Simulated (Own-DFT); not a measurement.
Simulation results for GaN (wurtzite, strained, atoms displaced)

Computed with Own-DFT development build. A calculation, not a measurement: plane-wave PBE density functional theory by an unreviewed code, no spin, of a simulated periodic cell, stress positive in tension, free energy of the whole cell less one offset for each atom, forces on such cells passed a denser k mesh, this cell's mesh not checked; offsets are fitted by least squares, one for each functional and potential file, so energies compare only between cells with the same atoms and settings and are not formation energies; the far tail of each file's local potential was reset to the Coulomb form; each entry is a single point on an unrelaxed cell, so the pressure reflects the starting lattice, mostly measured values (interpolated for alloys), from which strain is counted, and rises with the displacements; printed positions are rounded, which can move forces by about a meV/angstrom; the program, named Own-DFT, is a retired in-house code; no spin-orbit coupling.

Settings shared by all entries: functional PBE; potential files PseudoDojo norm-conserving, scalar-relativistic, standard set with the stringent files for Ga; wave cutoff 96 hartree; occupations Gaussian; smearing width 0.01 eV; k mesh 3 x 4 x 3 centred on Gamma.

(1) GaN (wurtzite, strained, atoms displaced)

```xyz
96
Lattice="12.7560 0.0000 0.0000 -4.7835 8.2853 0.0000 0.0000 0.0000 10.5515" Properties=species:S:1:pos:R:3 GaN
Ga     0.0168     1.8741     0.0597
Ga     1.5735     0.9672     2.6116
N     -0.0328     1.9136     1.9624
N      1.6347     1.0011     4.5752
Ga    -0.0448     1.8240     5.1932
Ga     1.5918     1.0068     7.8978
N      0.0373     1.8189     7.3248
N      1.5864     0.9733     9.8819
Ga    -1.5949     4.6035    10.5009
Ga    -0.0084     3.7501     2.6557
N     -1.4979     4.5388     1.9795
N     -0.0001     3.6775     4.6781
Ga    -1.6267     4.6119     5.3314
Ga    -0.0564     3.5139     7.7690
N     -1.6147     4.5724     7.1906
N      0.0230     3.6598     9.8655
Ga    -3.2788     7.4107    10.5395
Ga    -1.6869     6.4164     2.6193
N     -3.2400     7.3425     1.9592
N     -1.5445     6.4159     4.6118
Ga    -3.2266     7.3038     5.2715
Ga    -1.5770     6.4570     7.8884
N     -3.2090     7.4032     7.2572
N     -1.4617     6.3642     9.9268
Ga     3.1781     1.8755    10.5398
Ga     4.8264     0.9002     2.6212
N      3.1897     1.8740     2.0689
N      4.7501     0.9406     4.6444
Ga     3.2050     1.8799     5.2633
Ga     4.7654     0.9212     7.9803
N      3.1793     1.8790     7.3411
N      4.7547     1.0344     9.9032
Ga     1.6309     4.6205    10.5446
Ga     3.2869     3.7371     2.5995
N      1.6653     4.6481     1.8929
N      3.2848     3.6302     4.6649
Ga     1.5971     4.5329     5.3379
Ga     3.1552     3.6430     7.9569
N      1.6087     4.6120     7.2871
N      3.2583     3.6857     9.8338
Ga    -0.0045     7.3945    10.4737
Ga     1.5673     6.4506     2.6458
N     -0.0406     7.3545     1.9186
N      1.5409     6.3356     4.6513
Ga    -0.0172     7.3696     5.2579
Ga     1.6440     6.5274     7.9586
N      0.0996     7.3041     7.3106
N      1.5115     6.3442     9.9292
Ga     6.3747     1.8435    10.5102
Ga     7.9483     0.8136     2.6961
N      6.3519     1.8967     1.9679
N      8.0225     1.0321     4.7732
Ga     6.4047     1.8597     5.3207
Ga     8.0183     0.9865     8.0105
N      6.3962     1.8490     7.2470
N      7.9878     0.8800     9.8901
Ga     4.7881     4.6402    10.4661
Ga     6.4597     3.7194     2.7477
N      4.6994     4.6694     2.0349
N      6.3909     3.5676     4.6234
Ga     4.8016     4.6324     5.2956
Ga     6.3503     3.6780     7.8924
N      4.7457     4.6106     7.2460
N      6.4727     3.6837     9.8577
Ga     3.1833     7.3415     0.0451
Ga     4.7583     6.4733     2.6567
N      3.2012     7.4010     2.0754
N      4.7861     6.5307     4.6245
Ga     3.1212     7.3807     5.2571
Ga     4.7739     6.3996     7.8812
N      3.1607     7.3824     7.3305
N      4.7324     6.4613     9.9101
Ga     9.5476     1.8959     0.0301
Ga    11.1666     0.8961     2.6586
N      9.5373     1.8984     2.0943
N     11.1480     0.9748     4.6197
Ga     9.5759     1.7685     5.3137
Ga    11.2253     0.9862     7.9513
N      9.6093     1.8442     7.3137
N     11.2386     0.9714     9.8639
Ga     7.9823     4.5881    10.4478
Ga     9.5645     3.7006     2.5795
N      8.0055     4.5674     1.9910
N      9.7023     3.6337     4.5864
Ga     8.0533     4.7345     5.2527
Ga     9.5714     3.6926     7.9151
N      7.8857     4.6303     7.3001
N      9.4942     3.6564     9.9062
Ga     6.4291     7.4007     0.0305
Ga     7.9704     6.3943     2.5993
N      6.4273     7.3557     1.9867
N      7.9332     6.4181     4.6741
Ga     6.3596     7.2990     5.2884
Ga     7.9340     6.4333     7.9028
N      6.3697     7.3593     7.2415
N      7.9811     6.4929     9.8464
```

It finds free energy of cell above offsets -5.166 eV; pressure 3.85 GPa; stress xx -5.46 GPa; stress yy -6.58 GPa; stress zz 0.48 GPa; stress yz 0.14 GPa; stress xz -0.44 GPa; stress xy -0.57 GPa.

Force:
| element | x (eV/Å) | y (eV/Å) | z (eV/Å) |
| --- | --- | --- | --- |
| Ga | -0.015 | 0.591 | -0.806 |
| Ga | 0.174 | 0.007 | 0.211 |
| N | 0.249 | -0.846 | 0.965 |
| N | -1.035 | -1.485 | 0.557 |
| Ga | 1.2 | 0.212 | 0.707 |
| Ga | 0.735 | -1.54 | 0.634 |
| N | -0.667 | -1.936 | -2.665 |
| N | 0.293 | -0.623 | 0.32 |
| Ga | 0.865 | -1.155 | 0.649 |
| Ga | 1.915 | -0.751 | 0.577 |
| N | -2.53 | 1.58 | -0.909 |
| N | 0.02 | 0.142 | -0.596 |
| Ga | 0.893 | -0.233 | -1.506 |
| Ga | 0.994 | 4.702 | 2.254 |
| N | -0.056 | 0.373 | 1.725 |
| N | -0.274 | 0.029 | -0.412 |
| Ga | 1.909 | -0.092 | -0.209 |
| Ga | 1.439 | -0.047 | -0.169 |
| N | 0.066 | 0.562 | 0.1 |
| N | -1.43 | 0.31 | -0.136 |
| Ga | 1.203 | 1.636 | 0.059 |
| Ga | 0.199 | -0.332 | 0.499 |
| N | 0.311 | -0.365 | -0.044 |
| N | -2.687 | 1.512 | -1.317 |
| Ga | -0.367 | 0.207 | 1.13 |
| Ga | -0.825 | 0.298 | 0.284 |
| N | 0.204 | -0.278 | -1.498 |
| N | 1.221 | -0.725 | -0.211 |
| Ga | -0.049 | -0.797 | 0.773 |
| Ga | 0.403 | -0.012 | -1.228 |
| N | 0.537 | -1.096 | -1.372 |
| N | 0.521 | -1.551 | -0.031 |
| Ga | -0.606 | -1.604 | -0.477 |
| Ga | -2.423 | -1.373 | 1.422 |
| N | -0.492 | -0.468 | 1.647 |
| N | -0.939 | 1.808 | -0.856 |
| Ga | 0.691 | -0.092 | 0.006 |
| Ga | -0.006 | 1.351 | -0.987 |
| N | -0.557 | -0.35 | 0.053 |
| N | -0.628 | 0.164 | 1.324 |
| Ga | 0.344 | 0.201 | 1.145 |
| Ga | -0.443 | -0.487 | -0.086 |
| N | 0.181 | 0.161 | 0.626 |
| N | 0.662 | 1.418 | -0.676 |
| Ga | 0.468 | 0.182 | 0.645 |
| Ga | -0.153 | -2.271 | 0.479 |
| N | -2.119 | 1.55 | -0.839 |
| N | 1.603 | 2.684 | -0.542 |
| Ga | 0.483 | 0.37 | 0.999 |
| Ga | 0.029 | 3.633 | 0.568 |
| N | 0.775 | -0.578 | 0.117 |
| N | -1.764 | -2.608 | -2.054 |
| Ga | -0.835 | -0.996 | 0.254 |
| Ga | -0.375 | -0.845 | -1.556 |
| N | -0.283 | -0.226 | 1.052 |
| N | -0.199 | 0.394 | 1.287 |
| Ga | 0.645 | -0.525 | 1.219 |
| Ga | -1.346 | -0.675 | -1.419 |
| N | 3.34 | 0.549 | -1.48 |
| N | 0.408 | 3.056 | 0.597 |
| Ga | 0.093 | -0.405 | -0.309 |
| Ga | -0.335 | -0.143 | -0.087 |
| N | 0.333 | -0.499 | 0.196 |
| N | -1.839 | -0.066 | 0.012 |
| Ga | -0.779 | -0.073 | -0.172 |
| Ga | 0.75 | -0.24 | 0.094 |
| N | -0.536 | -1.317 | -1.257 |
| N | -0.705 | -1.051 | -0.141 |
| Ga | 0.085 | 0.008 | 1.103 |
| Ga | -0.245 | 1.154 | 0.475 |
| N | 1.283 | 0.697 | -1.056 |
| N | 1.257 | 0.296 | -0.213 |
| Ga | 0.502 | -1.404 | 0.667 |
| Ga | -0.18 | 1.004 | -0.19 |
| N | 0.048 | -1.986 | -1.494 |
| N | 0.197 | -1.952 | -0.1 |
| Ga | 1.17 | 2.015 | 0.65 |
| Ga | -0.924 | -1.506 | -0.249 |
| N | -0.018 | 0.231 | -0.339 |
| N | -1.224 | -0.495 | 1.223 |
| Ga | -0.249 | 1.216 | 1.373 |
| Ga | 1.277 | -0.044 | 1.36 |
| N | -0.549 | 0.889 | -0.889 |
| N | -2.03 | 0.619 | 0.269 |
| Ga | -0.139 | -4.478 | 1.082 |
| Ga | -0.627 | 0.091 | -0.26 |
| N | 1.565 | -0.343 | -0.965 |
| N | 1.622 | 0.623 | -0.624 |
| Ga | -0.992 | 0.135 | -0.713 |
| Ga | -0.001 | 0.222 | 0.49 |
| N | -0.791 | 0.059 | 0.079 |
| N | 0.309 | 1.84 | -1.948 |
| Ga | 0.055 | 1.781 | 0.501 |
| Ga | 0.336 | 0.801 | -0.115 |
| N | -0.157 | 0.496 | 0.302 |
| N | -0.44 | -0.899 | 0.446 |

(2) GaN (wurtzite, strained, atoms displaced)

```xyz
96
Lattice="12.7560 0.0000 0.0000 -4.7835 8.2853 0.0000 0.0000 0.0000 10.5515" Properties=species:S:1:pos:R:3 GaN
Ga     0.0101     1.8605     0.0183
Ga     1.5733     0.9217     2.6951
N      0.0721     1.7555     1.9928
N      1.6428     0.9203     4.6536
Ga    -0.0403     1.8410     5.2223
Ga     1.5169     0.9041     7.9391
N     -0.0138     1.8179     7.2260
N      1.5466     0.9424     9.8995
Ga    -1.5883     4.5004     0.0006
Ga     0.0575     3.7204     2.5984
N     -1.5912     4.6390     1.9668
N     -0.0221     3.6525     4.6080
Ga    -1.6669     4.6267     5.2410
Ga    -0.0026     3.7219     7.8799
N     -1.5694     4.5408     7.2063
N      0.0727     3.7057     9.8981
Ga    -3.1807     7.3122     0.1054
Ga    -1.5572     6.4471     2.6656
N     -3.2031     7.4141     1.9951
N     -1.6009     6.5680     4.6119
Ga    -3.1550     7.3918     5.2755
Ga    -1.6054     6.4364     8.0332
N     -3.1601     7.4066     7.2071
N     -1.6715     6.4812     9.8921
Ga     3.2527     1.8598     0.0040
Ga     4.8531     0.9734     2.6987
N      3.1494     1.8508     1.9900
N      4.8362     0.8745     4.6617
Ga     3.2097     1.8015     5.2892
Ga     4.7945     0.8594     7.9657
N      3.2238     1.8475     7.2733
N      4.7563     0.8576     9.8863
Ga     1.4599     4.5719    10.5030
Ga     3.1994     3.7126     2.5463
N      1.5578     4.6462     1.9676
N      3.2016     3.6499     4.5860
Ga     1.6233     4.6452     5.2722
Ga     3.2085     3.6167     7.9586
N      1.6091     4.5983     7.2141
N      3.2321     3.5911     9.9322
Ga    -0.0246     7.3573     0.0035
Ga     1.6166     6.4363     2.6468
N     -0.0039     7.4405     2.0476
N      1.5210     6.4570     4.6543
Ga    -0.1123     7.3571     5.3576
Ga     1.6130     6.5086     8.1197
N     -0.0373     7.2771     7.3295
N      1.5811     6.3594     9.8693
Ga     6.4148     1.8242     0.0196
Ga     7.9571     0.9121     2.6923
N      6.4439     1.8022     1.9297
N      7.9197     0.8807     4.6051
Ga     6.3971     1.8015     5.2793
Ga     7.9612     0.9140     7.9109
N      6.4301     1.8053     7.2598
N      7.9810     0.8453     9.8870
Ga     4.8023     4.5786     0.0047
Ga     6.2709     3.6519     2.6569
N      4.8472     4.6208     1.9764
N      6.3333     3.6835     4.6613
Ga     4.8268     4.6305     5.2510
Ga     6.4821     3.7048     7.9769
N      4.8100     4.7078     7.2717
N      6.4269     3.6581     9.9282
Ga     3.1037     7.3605     0.0469
Ga     4.6762     6.5285     2.5374
N      3.2343     7.4133     1.9849
N      4.8343     6.5149     4.6312
Ga     3.1796     7.3827     5.1703
Ga     4.7568     6.4632     7.8888
N      3.1582     7.3913     7.2614
N      4.8090     6.4615     9.9856
Ga     9.6972     1.9091     0.0175
Ga    11.1001     0.9476     2.5941
N      9.6914     1.8483     2.0520
N     11.1454     0.9426     4.6015
Ga     9.5828     1.8031     5.2671
Ga    11.2416     0.9258     7.9626
N      9.7091     1.8478     7.3309
N     11.1659     0.9415     9.9713
Ga     8.0697     4.5859    10.5268
Ga     9.5791     3.7164     2.7196
N      7.9346     4.6196     2.0531
N      9.5003     3.7135     4.5576
Ga     7.9321     4.6620     5.2227
Ga     9.5237     3.7131     7.9402
N      7.9961     4.5476     7.2038
N      9.4490     3.7170     9.8936
Ga     6.2915     7.3136    10.4953
Ga     7.9646     6.4187     2.6342
N      6.3152     7.3688     2.0495
N      7.8959     6.3188     4.5912
Ga     6.3827     7.3358     5.3015
Ga     8.0266     6.4220     7.9750
N      6.4538     7.3853     7.2784
N      7.9838     6.4934     9.9469
```

It finds free energy of cell above offsets -4.922 eV; pressure 3.82 GPa; stress xx -5.7 GPa; stress yy -5.33 GPa; stress zz -0.44 GPa; stress yz 0.14 GPa; stress xz -0.43 GPa; stress xy 1.01 GPa.

Force:
| element | x (eV/Å) | y (eV/Å) | z (eV/Å) |
| --- | --- | --- | --- |
| Ga | 0.559 | -0.902 | 0.484 |
| Ga | 1.074 | -0.135 | -0.011 |
| N | -1.58 | 1.9 | -0.313 |
| N | -1.066 | 0.032 | -0.374 |
| Ga | 0.582 | -0.075 | 0.672 |
| Ga | 1.121 | 0.518 | -0.052 |
| N | 0.535 | 0.89 | 0.099 |
| N | 0.938 | -0.536 | 0.117 |
| Ga | -0.389 | 1.569 | 0.073 |
| Ga | -1.119 | -1.396 | 1.074 |
| N | 0.192 | -0.512 | -0.075 |
| N | -0.01 | 1.182 | -0.43 |
| Ga | 0.852 | -0.176 | 0.141 |
| Ga | 0.797 | -0.847 | -0.652 |
| N | -1.159 | 1.267 | 0.836 |
| N | -3.635 | -1.682 | -1.306 |
| Ga | -0.722 | 1.765 | -0.685 |
| Ga | -0.517 | 0.836 | -0.377 |
| N | 0.396 | -1.156 | 0.894 |
| N | -0.621 | -2.278 | -0.429 |
| Ga | -1.591 | -0.316 | 0.09 |
| Ga | -0.506 | -0.316 | -2.114 |
| N | -0.128 | -1.108 | 0.926 |
| N | 1.187 | -1.464 | 1.269 |
| Ga | -1.357 | -1.712 | 0.603 |
| Ga | -1.197 | -0.236 | -0.287 |
| N | 1.148 | -0.059 | -0.02 |
| N | -0.557 | 0.45 | -0.186 |
| Ga | 0.383 | 0.979 | 0.285 |
| Ga | -0.108 | 0.573 | -1.019 |
| N | -0.176 | -0.974 | -0.058 |
| N | 0.984 | 0.554 | 0.529 |
| Ga | 4.154 | 0.793 | 1.693 |
| Ga | -0.127 | -0.382 | 1.051 |
| N | 1.021 | 0.128 | -0.899 |
| N | 0.106 | 0.626 | -0.176 |
| Ga | -0.184 | -0.952 | 0.072 |
| Ga | 0.111 | 1.263 | -0.78 |
| N | 0.277 | 0.312 | 1.431 |
| N | -0.63 | 2.202 | -0.377 |
| Ga | -0.287 | -0.165 | 0.913 |
| Ga | -0.824 | 0.773 | 0.6 |
| N | 0.545 | -0.887 | -1.12 |
| N | 0.543 | 0.236 | -0.787 |
| Ga | 2.129 | 0.168 | 0.394 |
| Ga | 0.122 | -0.829 | -5.41 |
| N | 0.58 | 0.754 | -0.023 |
| N | -0.253 | 0.819 | 3.571 |
| Ga | 0.024 | -0.402 | -0.916 |
| Ga | 1.043 | 0.896 | -0.798 |
| N | -0.63 | 0.658 | 1.026 |
| N | 1.056 | 1.097 | -0.005 |
| Ga | -0.521 | 0.882 | 0.872 |
| Ga | 1.397 | 0.071 | 0.228 |
| N | -0.917 | 0.727 | 0.145 |
| N | 0.243 | 1.089 | 0.471 |
| Ga | 0.185 | 0.203 | -0.195 |
| Ga | 2.11 | 0.149 | 0.419 |
| N | -1.796 | 0.49 | -0.445 |
| N | 0.742 | -0.987 | -0.789 |
| Ga | -1.399 | 0.246 | 0.674 |
| Ga | -1.761 | -0.506 | -0.826 |
| N | 0.205 | -2.073 | 0.029 |
| N | -0.089 | 0.232 | -0.104 |
| Ga | 1.229 | -0.108 | -0.58 |
| Ga | 3.309 | -1.86 | 1.893 |
| N | -2.849 | 0.264 | -0.492 |
| N | -1.527 | -0.883 | -0.852 |
| Ga | -0.247 | -1.329 | 1.792 |
| Ga | 0.378 | 0.917 | 0.497 |
| N | 0.098 | -0.324 | -0.246 |
| N | -2.626 | -1.325 | -1.485 |
| Ga | -2.259 | -1.002 | 0.549 |
| Ga | 3.169 | -1.828 | 1.321 |
| N | -3.643 | 1.835 | -1.579 |
| N | 0.161 | -0.826 | -0.127 |
| Ga | -0.183 | 0.702 | 0.782 |
| Ga | -0.436 | -0.345 | 0.007 |
| N | -2.058 | 0.093 | -0.842 |
| N | 0.678 | -0.293 | -0.903 |
| Ga | -3.648 | 2.006 | 2.538 |
| Ga | -0.454 | -0.133 | -1.847 |
| N | 0.443 | -1.154 | -1.18 |
| N | 0.46 | -0.565 | 1.99 |
| Ga | 0.019 | -2.686 | 0.991 |
| Ga | 1.281 | -0.922 | -1.045 |
| N | 0.088 | 1.205 | 0.386 |
| N | 3.938 | -1.629 | -0.81 |
| Ga | 2.344 | 1.51 | 2.001 |
| Ga | -0.729 | 0.805 | -0.003 |
| N | 0.783 | 0.029 | -1.215 |
| N | 1.092 | 3.742 | -0.21 |
| Ga | 0.637 | 0.931 | -0.056 |
| Ga | -0.163 | 0.376 | -0.81 |
| N | -0.513 | -0.505 | 0.349 |
| N | -0.262 | -0.966 | -0.458 |

(3) GaN (wurtzite, strained, atoms displaced)

```xyz
96
Lattice="12.7560 0.0000 0.0000 -4.7835 8.2853 0.0000 0.0000 0.0000 10.5515" Properties=species:S:1:pos:R:3 GaN
Ga     0.0198     1.7649     0.1018
Ga     1.5520     0.9300     2.5997
N     -0.0910     1.8146     2.0230
N      1.5846     0.8769     4.6054
Ga    -0.0158     1.8591     5.3676
Ga     1.6061     0.8630     7.8329
N      0.0525     1.8463     7.2664
N      1.7152     0.8575     9.9741
Ga    -1.6899     4.6052     0.0075
Ga     0.0913     3.6457     2.6371
N     -1.6589     4.5165     1.9506
N     -0.0066     3.6926     4.6909
Ga    -1.5637     4.6026     5.3398
Ga    -0.0676     3.6861     7.9638
N     -1.6077     4.6881     7.1999
N     -0.0710     3.6395     9.9248
Ga    -3.1562     7.3582     0.0182
Ga    -1.6816     6.4542     2.6087
N     -3.1194     7.2860     2.0084
N     -1.6195     6.4374     4.6883
Ga    -3.1914     7.3754     5.2456
Ga    -1.5534     6.4702     7.9313
N     -3.2726     7.3627     7.2243
N     -1.6641     6.4076     9.9266
Ga     3.1346     1.7547     0.0089
Ga     4.7301     0.9600     2.5993
N      3.2362     1.7480     2.0730
N      4.7015     0.9617     4.6592
Ga     3.2296     1.8786     5.2456
Ga     4.7753     0.9479     7.9507
N      3.2116     1.7728     7.2628
N      4.7659     0.8745     9.9392
Ga     1.5851     4.5875    10.5271
Ga     3.2134     3.6326     2.6433
N      1.6155     4.5852     1.9987
N      3.0975     3.6389     4.6542
Ga     1.6060     4.6183     5.3644
Ga     3.1723     3.6232     7.9402
N      1.5472     4.5355     7.2483
N      3.1253     3.6815     9.8394
Ga     0.0254     7.2865     0.0176
Ga     1.6152     6.5118     2.5592
N      0.0336     7.3770     2.0393
N      1.6057     6.4052     4.6135
Ga     0.0564     7.4490     5.2488
Ga     1.5833     6.4527     7.9576
N      0.0294     7.4019     7.2458
N      1.6008     6.4725     9.9446
Ga     6.3236     1.7800     0.0725
Ga     7.9257     0.9452     2.7140
N      6.3274     1.7727     1.9734
N      8.0130     0.9274     4.5914
Ga     6.3514     1.7852     5.3321
Ga     7.9476     0.9415     7.9533
N      6.4285     1.9049     7.2518
N      8.0612     0.9110     9.9191
Ga     4.8099     4.5570     0.0457
Ga     6.3842     3.6819     2.6244
N      4.8389     4.6728     1.9365
N      6.4549     3.6678     4.5983
Ga     4.7433     4.6262     5.2742
Ga     6.3597     3.5883     7.9332
N      4.8058     4.6047     7.2250
N      6.3470     3.6790    10.0336
Ga     3.0774     7.2979     0.0046
Ga     4.7625     6.4486     2.5965
N      3.1893     7.4112     1.9883
N      4.7711     6.4910     4.6887
Ga     3.1874     7.3143     5.1545
Ga     4.7228     6.4205     7.9342
N      3.2222     7.3140     7.2991
N      4.7184     6.3955     9.9441
Ga     9.6363     1.8676     0.0293
Ga    11.1849     0.9483     2.6338
N      9.6287     1.8657     1.8721
N     11.1686     0.8602     4.6162
Ga     9.6343     1.7817     5.3009
Ga    11.0630     0.8505     7.9157
N      9.5391     1.8202     7.3459
N     11.1778     0.9113     9.8497
Ga     7.9631     4.5799    10.5222
Ga     9.5294     3.6628     2.6229
N      7.9554     4.6286     2.0344
N      9.5430     3.7023     4.5541
Ga     7.9359     4.5511     5.3490
Ga     9.5754     3.6457     7.8745
N      7.8997     4.6391     7.2028
N      9.5015     3.6131     9.8708
Ga     6.3952     7.3632     0.1011
Ga     7.9079     6.4675     2.6808
N      6.3217     7.3251     1.9470
N      8.0094     6.4917     4.5833
Ga     6.3370     7.3107     5.2575
Ga     8.0460     6.4861     7.9449
N      6.3240     7.3901     7.2779
N      7.9658     6.4141     9.8437
```

It finds free energy of cell above offsets -5.318 eV; pressure 3.76 GPa; stress xx -5.85 GPa; stress yy -4.75 GPa; stress zz -0.68 GPa; stress yz -0.09 GPa; stress xz -0.22 GPa; stress xy 0.53 GPa.

Force:
| element | x (eV/Å) | y (eV/Å) | z (eV/Å) |
| --- | --- | --- | --- |
| Ga | -0.314 | 0.462 | -1.914 |
| Ga | 0.335 | -1.064 | 1.318 |
| N | 2.482 | 0.413 | -0.623 |
| N | 0.028 | 1.43 | -0.093 |
| Ga | 0.486 | -0.515 | -1.235 |
| Ga | -0.178 | 0.697 | 0.974 |
| N | -1.237 | -0.121 | 0.814 |
| N | -3.135 | -0.156 | -1.383 |
| Ga | 0.353 | -1.016 | 0.231 |
| Ga | -1.916 | 0.955 | 0.914 |
| N | 1.42 | 1.109 | 0.38 |
| N | 0.461 | -0.352 | -0.985 |
| Ga | -0.88 | 0.259 | -2.028 |
| Ga | 0.35 | -0.461 | -0.274 |
| N | -0.132 | -1.133 | 1.987 |
| N | 0.525 | 0.273 | 0.186 |
| Ga | -1.103 | -0.811 | 0.42 |
| Ga | 3.014 | -2.165 | 1.861 |
| N | -3.28 | 2.25 | -1.286 |
| N | 1.039 | 0.351 | -0.932 |
| Ga | 0.061 | -0.3 | 0.224 |
| Ga | -0.808 | 0.35 | -0.387 |
| N | 2.172 | 0.081 | -0.027 |
| N | 1.584 | 0.21 | -0.812 |
| Ga | 2.243 | 1.973 | 0.709 |
| Ga | 2.085 | -1.921 | 1.65 |
| N | -2.722 | 2.173 | -1.896 |
| N | 2.178 | -0.364 | -1.08 |
| Ga | -2.081 | -0.875 | 1.015 |
| Ga | 0.591 | -0.461 | 0.068 |
| N | -0.212 | 0.742 | -0.273 |
| N | 0.039 | -0.05 | -0.414 |
| Ga | -0.582 | -0.422 | 0.351 |
| Ga | 0.094 | 0.758 | 0.144 |
| N | 0.511 | 0.18 | -0.691 |
| N | 1.349 | 1.286 | -0.861 |
| Ga | -0.902 | -0.229 | -0.933 |
| Ga | 0.118 | 0.515 | -0.974 |
| N | 0.407 | 0.905 | 1.469 |
| N | 0.844 | -0.823 | 1.424 |
| Ga | -1.354 | 0.742 | 0.617 |
| Ga | -0.14 | -1.308 | 1.41 |
| N | -1.146 | -0.2 | -0.879 |
| N | -0.312 | 0.614 | -0.504 |
| Ga | -1.062 | -1.655 | 0.094 |
| Ga | 0.478 | -0.398 | -0.85 |
| N | 0 | -0.058 | 0.444 |
| N | -1.643 | -1.717 | -1.09 |
| Ga | 1.433 | 0.23 | -0.979 |
| Ga | 0.999 | 0.27 | -1.715 |
| N | 0.501 | 1.044 | 0.85 |
| N | -0.727 | -0.31 | 1.21 |
| Ga | 0.566 | 0.979 | -1.111 |
| Ga | 0.315 | -1.162 | 0.475 |
| N | -0.827 | -2.254 | 0.076 |
| N | -1.665 | -0.235 | 0.105 |
| Ga | -1.34 | 0.876 | -1.032 |
| Ga | 0.214 | -0.152 | 0.296 |
| N | -1.098 | -1.58 | 1.462 |
| N | -2.118 | -0.516 | 0 |
| Ga | 0.659 | -0.751 | -0.072 |
| Ga | 0.069 | 2.959 | 0.83 |
| N | -0.629 | -0.849 | 0.6 |
| N | 0.443 | -1.329 | -1.808 |
| Ga | 3.317 | 1.977 | 0.429 |
| Ga | -0.325 | 0.321 | 0.754 |
| N | 0.076 | -0.21 | -0.023 |
| N | 0.076 | -1.636 | -1.995 |
| Ga | -0.618 | 1.03 | 1.844 |
| Ga | 1.406 | -0.262 | 0.735 |
| N | -1.647 | 1.16 | -0.989 |
| N | 0.52 | 0.27 | -0.121 |
| Ga | -0.539 | -1.062 | -1.247 |
| Ga | -2.096 | -1.083 | 0.87 |
| N | -1.006 | -0.661 | 2.518 |
| N | 0.226 | 0.565 | -0.093 |
| Ga | -0.69 | 1.175 | -0.15 |
| Ga | 1.607 | 0.686 | 0.391 |
| N | 0.155 | 0.301 | -1.706 |
| N | 0.563 | -0.354 | 1.138 |
| Ga | 0.045 | 0.298 | 0.857 |
| Ga | 0.101 | 0.099 | 0.29 |
| N | -0.018 | -0.159 | -1.194 |
| N | 0.52 | -0.798 | 1.603 |
| Ga | 1.124 | 0.959 | -1.71 |
| Ga | -0.637 | 1.168 | 0.294 |
| N | 0.786 | -0.534 | 2.006 |
| N | 0.514 | 1.231 | -0.597 |
| Ga | -0.774 | -0.337 | -2.716 |
| Ga | 0.861 | -0.539 | -0.317 |
| N | 0.899 | 1.079 | 1.504 |
| N | -1.262 | -0.917 | 0.778 |
| Ga | 1.609 | 0.6 | 1.1 |
| Ga | -2.451 | -0.914 | -0.563 |
| N | 0.503 | -1.328 | -0.554 |
| N | 0.25 | 0.499 | 1.396 |
